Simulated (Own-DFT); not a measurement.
# Computed records: SiC (2H silicon carbide, atoms displaced)

All values are calculated (Own-DFT development build). A calculation, not a measurement: plane-wave PBE density functional theory by an unreviewed code, no spin, of a simulated periodic cell, stress positive in tension, free energy of the whole cell less one offset for each atom, forces on such cells passed a denser k mesh, this cell's mesh not checked; offsets are fitted by least squares, one for each functional and potential file, so energies compare only between cells with the same atoms and settings and are not formation energies; the far tail of each file's local potential was reset to the Coulomb form; each entry is a single point on an unrelaxed cell, so the pressure reflects the starting lattice, mostly measured values (interpolated for alloys), from which strain is counted, and rises with the displacements; printed positions are rounded, which can move forces by about a meV/angstrom; the program, named Own-DFT, is a retired in-house code; no spin-orbit coupling.

### SiC (2H silicon carbide, atoms displaced)

```
SiC
1.0
      6.1654     0.0000     0.0000
     -3.0827     5.3394     0.0000
      0.0000     0.0000    10.0681
Si C Si C Si C Si C Si C Si C Si C Si C
2 2 2 2 2 2 2 2 2 2 2 2 2 2 2 2
Direct
  0.99830 0.99712 0.99898
  0.16694 0.33693 0.24921
  0.00378 0.01041 0.18870
  0.16558 0.32301 0.44495
  0.01005 0.00067 0.49408
  0.17661 0.35474 0.73668
  0.01037 0.00524 0.68296
  0.16973 0.33547 0.93619
  0.01643 0.51373 0.00468
  0.16276 0.82830 0.25419
  0.02523 0.48751 0.18356
  0.16062 0.84266 0.43971
  0.00055 0.52476 0.50120
  0.15519 0.83391 0.74737
  0.99518 0.50800 0.69741
  0.16065 0.82507 0.93655
  0.49033 0.98730 0.00791
  0.67904 0.33099 0.24323
  0.48554 0.98324 0.18565
  0.66912 0.31567 0.43979
  0.50429 0.02684 0.49975
  0.67244 0.34157 0.74927
  0.49618 0.98745 0.67849
  0.66336 0.33910 0.93482
  0.48648 0.49545 0.00804
  0.67389 0.83552 0.25173
  0.48897 0.49869 0.18412
  0.66839 0.83515 0.44489
  0.51162 0.51686 0.49473
  0.66152 0.84090 0.75977
  0.49881 0.50669 0.68168
  0.68073 0.83787 0.93216
```

| Item | Value |
| --- | --- |
| functional | PBE |
| potential files | PseudoDojo norm-conserving, scalar-relativistic, standard set |
| wave cutoff | 42 hartree |
| occupations | Fermi-Dirac |
| smearing width | 0.1 eV |
| hardware | one NVIDIA H100 |
| k mesh | 5 x 5 x 3 centred on Gamma |
| free energy of cell above offsets | -1.039 eV |
| pressure | 6.54 GPa |
| stress xx | -4.13 GPa |
| stress yy | -6.91 GPa |
| stress zz | -8.57 GPa |
| stress yz | 2.89 GPa |
| stress xz | -0.86 GPa |
| stress xy | 0.19 GPa |
| wall time | 116.2 s |

Force:
```tsv
element	x (eV/Å)	y (eV/Å)	z (eV/Å)
Si	0.603	1.105	-0.302
Si	2.938	-1.895	2.72
C	0.482	-1.819	-0.272
C	-0.602	3.176	-1.907
Si	-3.254	0.631	2.519
Si	0.325	-2.384	2.038
C	-1.791	0.553	0.565
C	-0.588	-0.052	-0.486
Si	-1.055	-2.669	-2.57
Si	-0.194	0.195	-0.932
C	-5.448	2.71	0.861
C	2.656	-0.646	-1.581
Si	1.684	-3.191	1.077
Si	1.497	1.244	0.723
C	0.429	0.038	-2.765
C	0.37	1.628	0.421
Si	0.497	1.615	-3.44
Si	-1	-0.509	0.348
C	1.008	1.298	1.949
C	-0.71	6.401	-2.8
Si	1.241	-5.991	1.247
Si	-1.97	-1.488	0.273
C	-1.099	1.668	2.464
C	0.555	-0.719	2.208
Si	1.68	0.368	-3.648
Si	-0.838	-0.42	0.363
C	2.556	0.473	2.462
C	-0.309	1.569	-2.48
Si	-0.481	-2.477	1.113
Si	1.459	-0.383	-4.387
C	1.436	0.761	0.597
C	-2.08	-0.79	3.623
```
